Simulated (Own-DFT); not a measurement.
# Response to strain: 3C SiC, 64 atoms (C32Si32)

No measurement is shown. These are fixed-geometry runs of a retired plane-wave code named Own-DFT, which no person has reviewed; spin and spin-orbit coupling are neglected.

Settings: PBE; PseudoDojo norm-conserving scalar-relativistic files; cutoff 42 hartree; 4 x 4 x 4 k mesh centred on Gamma; Fermi-Dirac smearing of 0.1 eV.

Caveats: forces on such cells passed a denser k mesh, each cell not checked; stress not checked against mesh or cutoff.

Unstrained cell vectors in Å: (8.719, 0.000, 0.000); (0.000, 8.719, 0.000); (0.000, 0.000, 8.719). The unstrained cell has measured lattice constants (interpolated for alloys), not those of this functional. That, the random moves and any unrelaxed bonds set the pressure at no strain. In each run the cell takes a homogeneous strain; fractional positions stay. All atoms carry random offsets, Gaussian with a width of 0.05 Å per axis. Strain is the symmetric tensor, in per cent. Stress is positive in tension, and the pressure is minus a third of its trace.

```
run  e_xx (%)  e_yy (%)  e_zz (%)  e_yz (%)  e_xz (%)  e_xy (%)  s_xx (GPa)  s_yy (GPa)  s_zz (GPa)  s_yz (GPa)  s_xz (GPa)  s_xy (GPa)  P (GPa)  E (meV/atom)
  1     -0.11     -0.23     -1.22     -1.14      0.25      1.65       -8.39       -9.10      -11.03       -7.10        1.48        7.84     9.51          32.6
  2     -0.72      0.21      0.53      1.11      1.12      1.15       -7.53       -5.11       -4.44        7.24        4.77        5.77     5.69          13.5
  3     -1.71     -0.75      0.08      0.91      1.33      1.44      -14.40      -11.99       -9.20        4.56        6.89        9.26    11.86          38.5
  4      0.03      0.79     -1.61     -1.75      0.32      1.72       -6.32       -5.40      -11.27      -10.36        2.86        8.28     7.66          21.9
  5     -1.47      1.78     -0.40      1.93      0.64      0.67       -9.66       -1.93       -8.00       11.10        3.62        3.54     6.53          26.8
  6     -1.66     -1.91      0.99     -0.43     -1.37     -1.61      -14.95      -14.65       -7.27       -3.25       -8.99      -10.20    12.29          41.6
  7     -1.87     -1.19     -0.07     -1.32      1.85      0.62      -15.36      -14.54      -11.38       -9.96        9.75        3.91    13.76          49.9
  8     -0.31     -1.24     -0.10      0.36     -0.70      0.11       -8.30      -10.82       -8.38        1.81       -3.90        0.92     9.17           0.5
  9     -1.55     -1.58     -1.37      0.28      0.02     -1.11      -17.29      -17.05      -16.72        2.50        0.22       -7.42    17.02          39.7
 10     -0.93      1.86      1.67     -1.56     -0.53      0.02       -3.95        2.29        1.99       -7.41       -2.14       -0.20    -0.11           0.0
 11      0.94     -0.98      0.66     -0.08     -1.21     -0.01       -3.27       -7.51       -3.48        0.10       -7.30        1.51     4.75          17.5
 12     -0.37     -0.76     -0.08      0.09     -0.27     -0.69       -8.28      -10.06       -8.16        1.16       -3.38       -3.88     8.83          24.1
 13     -0.26      1.70      1.57      0.71     -1.46      0.70       -2.31        2.21        2.09        4.09       -7.29        5.05    -0.66          19.3
 14     -1.33     -1.76      0.82     -1.64     -1.86     -0.71      -13.88      -14.46       -8.48      -11.28      -13.21       -6.58    12.27          59.1
 15      0.74     -0.67     -0.08      0.18      0.78      0.04       -3.50       -7.37       -5.83        1.07        5.12        0.01     5.57           3.8
 16     -1.65      0.69      0.44     -0.71     -1.32      0.30           ?           ?           ?           ?           ?           ?        ?             ?
```

E is the free energy for each atom above the lowest run shown.

## Worked fit

Least squares on the runs shown: each stress against a constant and the strains, taken as fractions with shears doubled. Shear strains stay in the fit of a normal stress only where such slopes are resolved. The slopes, in GPa:

| stress | at no strain | per e_xx | per e_yy | per e_zz | scatter |
|---|---|---|---|---|---|
| s_xx | -5.7 | 427 ± 16 | 173 ± 11 | 128 ± 15 | 0.53 |
| s_yy | -6.0 | 174 ± 12 | 395 ± 9 | 150 ± 11 | 0.41 |
| s_zz | -6.0 | 175 ± 14 | 145 ± 10 | 399 ± 12 | 0.45 |

The slope of each shear stress on twice its own strain, from a fit on all six strains: yz 298 ± 11, xz 289 ± 19, xy 290 ± 23 GPa. These are stiffnesses along x, y and z of the frame in which the cell vectors are given, which need not be the crystal's axes. These are clamped-ion slopes: internal relaxation, where symmetry allows it, would soften some. The table should be nearly symmetric about its diagonal, and what it lacks of that shows the noise. A ninth of the table's sum, 241 ± 6 GPa, estimates the bulk modulus near the mean pressure of these runs, 8.3 GPa, so it lies above the value at zero pressure.

## Check

Question: what normal stresses and pressure should run 16 give?

Estimate: s_xx = -11.0, s_yy = -5.5, s_zz = -6.1 and P = 7.6 GPa. The calculation gave -9.65, -4.71, -5.15 and P = 6.51 GPa.
